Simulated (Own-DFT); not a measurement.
SiC (2H silicon carbide, strained, atoms displaced) (calculated)

All values are calculated (Own-DFT development build). A calculation, not a measurement: plane-wave PBE density functional theory by an unreviewed code, no spin, of a simulated periodic cell, stress positive in tension, free energy of the whole cell less one offset for each atom, forces on such cells passed a denser k mesh, this cell's mesh not checked; offsets are fitted by least squares, one for each functional and potential file, so energies compare only between cells with the same atoms and settings and are not formation energies; the far tail of each file's local potential was reset to the Coulomb form; each entry is a single point on an unrelaxed cell, so the pressure reflects the starting lattice, mostly measured values (interpolated for alloys), from which strain is counted, and rises with the displacements; printed positions are rounded, which can move forces by about a meV/angstrom; the program, named Own-DFT, is a retired in-house code; no spin-orbit coupling; before rounding, a Quantum ESPRESSO 7.3.1 run of the same cell and cutoff gave forces within 1 meV/angstrom rms on each cell, which checks the program and not the settings.

```cif
# cell vector a (Å): 9.0864 -0.0136 -0.1124
# cell vector b (Å): -4.5550 7.9336 0.0218
# cell vector c (Å): -0.1224 -0.0432 10.0993
data_SiC
_symmetry_space_group_name_H-M 'P 1'
_symmetry_Int_Tables_number 1
_cell_length_a 9.0871
_cell_length_b 9.1483
_cell_length_c 10.1001
_cell_angle_alpha 89.730
_cell_angle_beta 91.403
_cell_angle_gamma 119.947
_cell_volume 727.29
loop_
_atom_site_label
_atom_site_type_symbol
_atom_site_fract_x
_atom_site_fract_y
_atom_site_fract_z
_atom_site_occupancy
Si1 Si 0.00700 0.01040 0.99102 1
Si2 Si 0.11322 0.22125 0.26592 1
C1 C 0.98597 0.00801 0.19389 1
C2 C 0.12977 0.23926 0.43646 1
Si3 Si 0.00513 0.02270 0.49847 1
Si4 Si 0.10844 0.22116 0.74780 1
C3 C 0.01263 0.00373 0.68555 1
C4 C 0.12599 0.23156 0.93244 1
Si5 Si 0.99788 0.33598 0.00306 1
Si6 Si 0.11469 0.56064 0.25164 1
C5 C 0.99827 0.32970 0.19345 1
C6 C 0.11945 0.54959 0.43971 1
Si7 Si 0.99624 0.32608 0.49579 1
Si8 Si 0.11239 0.55323 0.74798 1
C7 C 0.00169 0.34059 0.69472 1
C8 C 0.12083 0.55730 0.93933 1
Si9 Si 0.01079 0.66684 0.99943 1
Si10 Si 0.11229 0.88936 0.24295 1
C9 C 0.99715 0.67250 0.18711 1
C10 C 0.10909 0.88851 0.44276 1
Si11 Si 0.01414 0.66617 0.49879 1
Si12 Si 0.10789 0.88687 0.75563 1
C11 C 0.00664 0.67233 0.68833 1
C12 C 0.11083 0.89056 0.93854 1
Si13 Si 0.33135 0.99524 0.00455 1
Si14 Si 0.43555 0.19755 0.24489 1
C13 C 0.32487 0.98939 0.19243 1
C14 C 0.44821 0.22479 0.43200 1
Si15 Si 0.32293 0.99036 0.49892 1
Si16 Si 0.45225 0.22495 0.74980 1
C15 C 0.32827 0.00039 0.68189 1
C16 C 0.45358 0.22436 0.93772 1
Si17 Si 0.31964 0.32329 0.99694 1
Si18 Si 0.44589 0.56315 0.25791 1
C17 C 0.33862 0.34197 0.19141 1
C18 C 0.44273 0.54590 0.43651 1
Si19 Si 0.32997 0.33306 0.49942 1
Si20 Si 0.44194 0.55257 0.74744 1
C19 C 0.34103 0.33716 0.68844 1
C20 C 0.44381 0.56239 0.93775 1
Si21 Si 0.32461 0.67353 0.99741 1
Si22 Si 0.45199 0.88313 0.24512 1
C21 C 0.33359 0.67844 0.18516 1
C22 C 0.44929 0.89617 0.43873 1
Si23 Si 0.33184 0.66724 0.49946 1
Si24 Si 0.45193 0.89264 0.75543 1
C23 C 0.32378 0.66293 0.68814 1
C24 C 0.44526 0.88760 0.93689 1
Si25 Si 0.66509 0.98506 0.99775 1
Si26 Si 0.78082 0.22279 0.25089 1
C25 C 0.66903 0.00913 0.18569 1
C26 C 0.78330 0.22930 0.44064 1
Si27 Si 0.66728 0.99717 0.50675 1
Si28 Si 0.77281 0.22547 0.74906 1
C27 C 0.67927 0.00513 0.68188 1
C28 C 0.77401 0.22234 0.93615 1
Si29 Si 0.66743 0.33132 0.00397 1
Si30 Si 0.78523 0.56205 0.25483 1
C29 C 0.66614 0.33085 0.18861 1
C30 C 0.77637 0.55363 0.43992 1
Si31 Si 0.66636 0.33597 0.50896 1
Si32 Si 0.78241 0.56150 0.75091 1
C31 C 0.66093 0.32898 0.68608 1
C32 C 0.77297 0.54871 0.93587 1
Si33 Si 0.66664 0.65784 0.00159 1
Si34 Si 0.78624 0.89774 0.24162 1
C33 C 0.65673 0.66145 0.19386 1
C34 C 0.77179 0.88628 0.44142 1
Si35 Si 0.66313 0.67136 0.49105 1
Si36 Si 0.77241 0.88274 0.75180 1
C35 C 0.67517 0.67113 0.67565 1
C36 C 0.77618 0.87817 0.94223 1
_calc_functional 'PBE'
_calc_potential_files 'PseudoDojo norm-conserving, scalar-relativistic, standard set'
_calc_wave_cutoff 42  # hartree
_calc_occupations 'Fermi-Dirac'
_calc_smearing_width 0.1  # eV
_calc_k_mesh '4 x 4 x 3 centred on Gamma'
_calc_free_energy_of_cell_above_offsets '-3.141'  # eV
_calc_pressure 11.65  # GPa
_calc_stress_xx -16  # GPa
_calc_stress_yy -12.52  # GPa
_calc_stress_zz -6.43  # GPa
_calc_stress_yz -2.78  # GPa
_calc_stress_xz -4.65  # GPa
_calc_stress_xy -4.25  # GPa
```

Force:
```csv
element,x (eV/Å),y (eV/Å),z (eV/Å)
Si,-0.756,-0.668,1.868
Si,0.417,1.564,-5.006
C,6.286,1.331,-2.633
C,-4.117,-2.852,1.73
Si,1.299,-4.04,0.616
Si,1.217,0.94,-0.023
C,-2.663,0.13,0.548
C,-5.815,-3.067,-0.971
Si,1.004,-0.722,0.031
Si,-0.331,-0.627,-0.117
C,0.666,1.443,-0.61
C,-2.002,0.118,-1.114
Si,0.699,2.129,1.954
Si,-0.907,1.391,1.055
C,-0.11,-2.299,-1.928
C,-3.355,-1.606,-1.077
Si,-2.499,-0.395,-0.035
Si,-2.52,0.153,2.627
C,1.372,-0.926,-0.536
C,-1.441,-0.071,-2.272
Si,-2.753,-0.001,0.557
Si,1.65,0.861,-1.642
C,-0.215,-1.36,0.278
C,0.242,-0.401,0.531
Si,0.672,1.689,-0.98
Si,-0.417,5.971,1.625
C,1.517,-0.908,-2.334
C,-0.731,-1.515,1.056
Si,1.6,2.798,0.053
Si,-1.838,-1.458,0.291
C,1.429,-0.144,2.131
C,-2.173,-1.362,0.218
Si,5.683,4.55,2.735
Si,-0.423,-1.573,-1.883
C,-0.487,-2.432,-0.688
C,-1.566,2.204,0.792
Si,5.01,0.977,1.539
Si,0.483,1.483,0.55
C,-1.168,-1.021,-0.624
C,-0.028,-1.083,-0.15
Si,4.884,-0.299,1.097
Si,-1.222,2.586,2.294
C,0.536,-2.853,-0.21
C,-0.138,-1.754,-0.683
Si,2.133,0.847,0.75
Si,-1.321,-0.331,-2.409
C,2.27,1.41,-0.482
C,-0.74,0.513,0.397
Si,-0.67,2.708,0.758
Si,-1.139,0.821,0.584
C,0.576,-1.7,-0.632
C,-0.979,-1.969,-0.406
Si,-0.399,1.158,-2.451
Si,1.665,-0.244,0.499
C,-1.569,-0.433,3.08
C,1.212,-1.13,0.018
Si,0.24,0.242,0.319
Si,-1.89,-2.006,-0.003
C,0.05,0.226,0.107
C,1.053,0.874,0.165
Si,-0.068,-0.272,-2.873
Si,-0.023,-0.805,-0.946
C,0.922,1.858,0.86
C,1.501,0.911,0.354
Si,-1.166,-0.245,0.871
Si,-4.396,-3.461,2.866
C,2.028,1.933,-1.134
C,0.872,2.51,-1.932
Si,2.188,-1.279,1.136
Si,1.652,0.73,-0.73
C,-1.47,-0.736,1.848
C,0.48,0.986,-1.27
```
